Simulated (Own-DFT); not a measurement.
# How strain changes the stress of wurtzite AlN, 72 atoms (Al36N36)

These are calculations, not measurements. The program, named Own-DFT, is a retired in-house plane-wave density functional code that no person has reviewed. Each row is one single-point run on a periodic cell that was not relaxed, without spin or spin-orbit coupling.

Settings of every run: PBE; PseudoDojo norm-conserving scalar-relativistic files; cutoff 42 hartree; 4 x 4 x 3 k mesh centred on Gamma; Gaussian smearing of 0.01 eV.

Known limits: k mesh not checked against a denser one; stress not checked against mesh or cutoff.

Unstrained cell vectors in Å: (9.336, 0.000, 0.000); (-4.668, 8.085, 0.000); (0.000, 0.000, 9.964). The unstrained cell has measured lattice constants (interpolated for alloys), not those of this functional. That, the random moves and any unrelaxed bonds set the pressure at no strain. Each run strains this cell uniformly, with the atoms carried along. Every atom was also moved at random, by a Gaussian of width 0.05 Å on each axis. Strain is the symmetric tensor, in per cent. Stress is positive in tension, and the pressure is minus a third of its trace.

```
run  e_xx (%)  e_yy (%)  e_zz (%)  e_yz (%)  e_xz (%)  e_xy (%)  s_xx (GPa)  s_yy (GPa)  s_zz (GPa)  s_yz (GPa)  s_xz (GPa)  s_xy (GPa)  P (GPa)  E (meV/atom)
  1     -0.12     -0.11     -1.00      1.41     -1.22      0.04       -7.83       -8.29       -9.94        3.62       -2.45       -0.50     8.69          15.3
  2     -1.97     -1.97      1.48      1.62      0.09      1.30      -20.05      -16.20       -2.39        3.71       -0.76        7.27    12.88          47.6
  3      1.58      0.08     -0.10      0.97     -1.04     -1.92        0.43       -3.34       -5.28        1.27       -3.06       -5.63     2.73           0.0
  4     -1.23     -1.52      1.55      1.71      0.28      0.78      -12.52      -13.79       -1.53        4.51        1.75        1.49     9.28          18.8
  5     -0.24      0.92      0.82      0.27      1.23     -1.23       -7.18       -0.29       -2.02        0.30        2.95       -4.92     3.16          12.6
  6      1.24     -0.28     -1.58      1.23     -1.22     -1.40       -1.70       -6.93      -12.60        3.28       -3.44       -4.55     7.08           4.8
  7      0.98      1.41     -1.61     -0.06     -1.32     -1.51       -1.91        2.85      -13.83        0.33       -3.52       -4.27     4.30           6.3
  8      0.90     -1.96     -1.26      0.99      1.60     -0.65       -5.25      -15.61      -11.97        2.55        5.10       -3.12    10.94          17.3
  9      0.49      1.77     -1.16      1.23     -1.10     -1.05       -1.98        0.42      -10.01        2.78       -2.99       -3.89     3.86          12.4
 10     -1.72      0.97      0.20      1.23     -1.04      1.88      -14.98       -3.29       -6.35        2.60       -2.46       10.47     8.21          27.3
 11     -0.50     -0.61     -2.00      0.61     -0.41     -1.62      -11.11      -13.63      -14.27        1.73       -1.11       -6.06    13.00          26.5
 12      0.55     -1.10      1.28     -1.88     -0.63     -1.74       -3.95       -9.09       -0.56       -4.62       -1.16       -5.88     4.54           1.1
 13     -0.24      1.16      1.22      1.49      1.70      0.89       -5.88       -0.48        0.24        4.01        4.02        5.17     2.04          10.8
 14      0.16     -1.50     -1.53      1.37      1.34      1.60       -8.88      -13.14      -16.32        2.84        3.58        7.46    12.78          35.1
 15     -0.86     -0.37      1.35      1.10     -0.59      0.19       -7.67      -11.48        1.41        3.02       -1.30       -1.10     5.91           7.8
 16     -1.66     -0.08      0.24     -0.03     -1.42      1.25      -14.73       -9.75       -5.02       -0.30       -3.11        5.07     9.83          29.3
 17      0.30     -0.91      0.79     -1.69     -0.90     -1.18       -5.48       -8.70       -3.14       -4.71       -1.98       -3.74     5.77          10.7
 18     -0.43      0.31     -1.58     -1.89     -1.75     -0.70           ?           ?           ?           ?           ?           ?        ?             ?
```

E is the free energy for each atom above the lowest run shown.

## Worked fit

Each stress component was fitted by least squares to a constant and the strains of the runs shown, as fractions, with shears doubled. Shear strains stay in the fit of a normal stress only where such slopes are resolved. The slopes, in GPa:

```
stress  at no strain  per e_xx  per e_yy  per e_zz  scatter
  s_xx          -6.6  513 ± 32  116 ± 25   78 ± 27     1.18
  s_yy          -6.2  177 ± 40  471 ± 32   96 ± 34     1.49
  s_zz          -6.1   51 ± 33   65 ± 27  462 ± 28     1.24
```

Each shear stress against twice its own strain: yz 126 ± 8, xz 128 ± 8, xy 226 ± 26 GPa. These are stiffnesses along x, y and z of the frame in which the cell vectors are given, which need not be the crystal's axes. The atoms are held to the strained lattice; where symmetry lets them move under strain, relaxing them would lower some slopes. The table should be nearly symmetric about its diagonal, and what it lacks of that shows the noise. A ninth of its sum, 226 ± 7 GPa, estimates the bulk modulus near the mean pressure of these runs, 7.4 GPa, so it lies above the value at zero pressure.

## Withheld run

Question: what normal stresses and pressure should run 18 give?

The fit gives s_xx = -9.7, s_yy = -7.0, s_zz = -13.4 and P = 10.1 GPa. The calculation gave -11.06, -4.86, -13.38 and P = 9.77 GPa.
